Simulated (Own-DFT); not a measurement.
# Computed records: AlGa₃N₄ (wurtzite random alloy, strained, atoms displaced)

A calculation, not a measurement: plane-wave PBE density functional theory by an unreviewed code, no spin, of a simulated periodic cell, stress positive in tension, free energy of the whole cell less one offset for each atom, forces on such cells passed a denser k mesh, this cell's mesh not checked; offsets are fitted by least squares, one for each functional and potential file, so energies compare only between cells with the same atoms and settings and are not formation energies; the far tail of each file's local potential was reset to the Coulomb form; each entry is a single point on an unrelaxed cell, so the pressure reflects the starting lattice, mostly measured values, from which strain is counted, and rises with the displacements; printed positions are rounded, which can move forces by about a meV/angstrom; the program is a retired in-house code; no spin-orbit coupling. Program: Own-DFT development build.

Entry: AlGa₃N₄ (wurtzite random alloy, strained, atoms displaced)

```
AlGa3N4
1.0
      9.6994     0.0000     0.0000
     -4.8497     8.4000     0.0000
      0.0000     0.0000    10.2685
Ga N Ga N Al Ga N Al Ga N Ga N Ga N Ga Al N Ga Al N Ga N Ga N Al Ga N Ga N Ga N Al Ga N Al N Al Ga N Ga N Ga N
2 2 2 2 1 1 2 1 1 2 2 2 2 2 1 1 2 1 1 2 2 2 2 2 1 1 2 2 2 2 2 1 1 2 2 2 1 1 2 2 2 2 2
Direct
  0.11266 0.23275 0.99568
  0.21530 0.10339 0.24591
  0.10794 0.21550 0.19330
  0.22311 0.11796 0.44553
  0.11388 0.21223 0.50620
  0.22605 0.11305 0.73929
  0.11400 0.23327 0.69306
  0.21874 0.11033 0.93358
  0.09715 0.54651 0.98983
  0.21769 0.45298 0.24925
  0.11462 0.55513 0.19396
  0.21398 0.43794 0.45267
  0.11262 0.55470 0.49501
  0.22073 0.44080 0.74919
  0.11015 0.54437 0.68974
  0.22642 0.44080 0.94963
  0.11542 0.89989 0.01013
  0.22106 0.77785 0.25497
  0.11372 0.88045 0.19628
  0.22012 0.78495 0.43585
  0.11399 0.88357 0.51052
  0.22081 0.77852 0.74820
  0.10914 0.89769 0.68615
  0.22558 0.78205 0.93344
  0.43685 0.21475 0.00412
  0.54644 0.11077 0.25537
  0.44846 0.21345 0.19079
  0.55847 0.11325 0.43731
  0.44926 0.21748 0.50745
  0.54827 0.10690 0.75204
  0.44907 0.22574 0.69460
  0.55379 0.10673 0.93529
  0.45258 0.55838 0.99718
  0.56089 0.44573 0.25126
  0.43854 0.54912 0.19508
  0.55046 0.44268 0.43466
  0.43727 0.55230 0.50034
  0.55941 0.44504 0.75000
  0.44777 0.55155 0.69934
  0.54988 0.44274 0.93017
  0.43597 0.88369 0.00136
  0.56046 0.77914 0.24829
  0.44300 0.88693 0.19070
  0.55463 0.76971 0.44839
  0.43960 0.88139 0.49378
  0.55686 0.77776 0.75661
  0.44042 0.89757 0.68949
  0.54729 0.78004 0.92980
  0.78373 0.23282 0.01359
  0.87787 0.10298 0.25483
  0.78037 0.21783 0.18729
  0.89395 0.11271 0.44115
  0.76685 0.22674 0.50471
  0.88413 0.10896 0.74455
  0.76929 0.21311 0.69031
  0.89218 0.11170 0.93883
  0.77968 0.55832 0.00236
  0.89759 0.45019 0.25430
  0.77108 0.55177 0.19455
  0.88619 0.44162 0.44152
  0.77318 0.56457 0.50161
  0.88595 0.43905 0.74837
  0.76916 0.55102 0.68547
  0.89104 0.45583 0.94603
  0.77947 0.89230 0.99730
  0.89587 0.78307 0.25347
  0.77194 0.87918 0.19217
  0.88740 0.77350 0.43799
  0.78146 0.88221 0.49174
  0.89647 0.77758 0.74779
  0.76855 0.87154 0.69587
  0.89368 0.78000 0.94079
```

* functional: PBE
* potential files: PseudoDojo norm-conserving, scalar-relativistic, standard set with the stringent files for Ga
* wave cutoff: 96 hartree
* occupations: Gaussian
* smearing width: 0.01 eV
* k mesh: 4 x 4 x 3 centred on Gamma
* free energy of cell above offsets: -9.053 eV
* pressure: -0.26 GPa
* stress xx: 1.7 GPa
* stress yy: 3.63 GPa
* stress zz: -4.54 GPa
* stress yz: 0.33 GPa
* stress xz: 0.32 GPa
* stress xy: 0.27 GPa

Force:
| element | x (eV/Å) | y (eV/Å) | z (eV/Å) |
| --- | --- | --- | --- |
| Ga | 0.587 | -2.434 | 1.124 |
| Ga | 0.361 | 1.39 | 1.297 |
| N | -0.541 | 0.387 | -0.48 |
| N | 2.098 | -1.951 | -0.739 |
| Ga | -1.965 | 1.461 | -0.419 |
| Ga | -0.695 | 0.975 | 1.616 |
| N | 0.221 | -2.648 | -0.201 |
| N | 0.102 | 0.282 | 0.617 |
| Al | 2.734 | 2.046 | 1.204 |
| Ga | 2.288 | -2.3 | 1.067 |
| N | -2.652 | 0.553 | -1.464 |
| N | -0.31 | 1.003 | -1.392 |
| Al | -0.571 | -0.611 | 0.905 |
| Ga | 1.1 | 1.285 | 1.019 |
| N | -1.407 | 1.633 | -0.765 |
| N | -1.911 | 2.331 | -1.29 |
| Ga | 0.212 | -0.992 | -1.848 |
| Ga | 1.253 | -0.506 | -1.323 |
| N | -1.131 | 0.847 | -0.546 |
| N | 0.893 | -1.945 | 1.58 |
| Ga | -1.158 | 1.192 | -2.634 |
| Ga | 0.262 | -0.251 | -0.061 |
| N | 0.891 | -1.186 | 1.355 |
| N | -0.467 | -1.158 | 1.752 |
| Ga | 0.562 | 0.477 | -1.294 |
| Al | 1.958 | -0.658 | -0.928 |
| N | -1.353 | 0.57 | 0.191 |
| N | 0.252 | -0.479 | 0.015 |
| Ga | -1.157 | 0.933 | -1.037 |
| Al | 0.507 | 0.446 | 0.31 |
| N | 0.608 | -0.896 | -0.358 |
| N | 0.023 | -0.106 | 0.951 |
| Ga | -0.801 | -0.049 | 0.548 |
| Ga | -1.52 | -0.939 | -0.192 |
| N | 0.584 | 0.769 | -0.785 |
| N | 1.037 | 0.287 | 1.901 |
| Ga | 0.532 | -0.804 | 0.811 |
| Ga | -0.771 | -0.154 | -0.406 |
| N | -1.179 | 0.448 | -1.238 |
| N | 1.828 | 0.203 | 2.881 |
| Al | 0.609 | 0.754 | -0.512 |
| Ga | -1.197 | -1.338 | 0.673 |
| N | -0.032 | 0.767 | -0.139 |
| N | -0.499 | 0.959 | -1.369 |
| Ga | 0.706 | 0.824 | 1.149 |
| Ga | -0.796 | -0.484 | -2.912 |
| N | 0.549 | -0.692 | -0.694 |
| N | 0.235 | 0.296 | 4.132 |
| Ga | -0.372 | -1.459 | -3.383 |
| Ga | 1.295 | 0.619 | -0.41 |
| N | -1.52 | 0.968 | 3.249 |
| N | -1.457 | -0.437 | 0.945 |
| Al | 1.945 | -0.394 | -0.505 |
| Ga | 0.575 | -0.708 | 0.594 |
| N | -0.977 | 0.526 | -0.426 |
| N | -0.881 | 0.582 | -0.049 |
| Al | -1.057 | 0.213 | -0.005 |
| Al | -0.905 | -0.908 | -0.125 |
| N | 2.407 | 0.626 | -1.32 |
| N | -0.231 | 0.862 | 0.094 |
| Al | 0.39 | -1.789 | -0.755 |
| Ga | -0.305 | 0.044 | -0.16 |
| N | 1.897 | 0.749 | -0.3 |
| N | -0.703 | -0.972 | -0.673 |
| Ga | -0.215 | -0.269 | -0.216 |
| Ga | -0.603 | -1.17 | -0.748 |
| N | 0.826 | 0.916 | -0.563 |
| N | 0.956 | -0.177 | 0.803 |
| Ga | -1.266 | 1.065 | 1.719 |
| Ga | -1.371 | -0.456 | 0.905 |
| N | 0.847 | 1.878 | -1.307 |
| N | -0.153 | -0.849 | 0.563 |
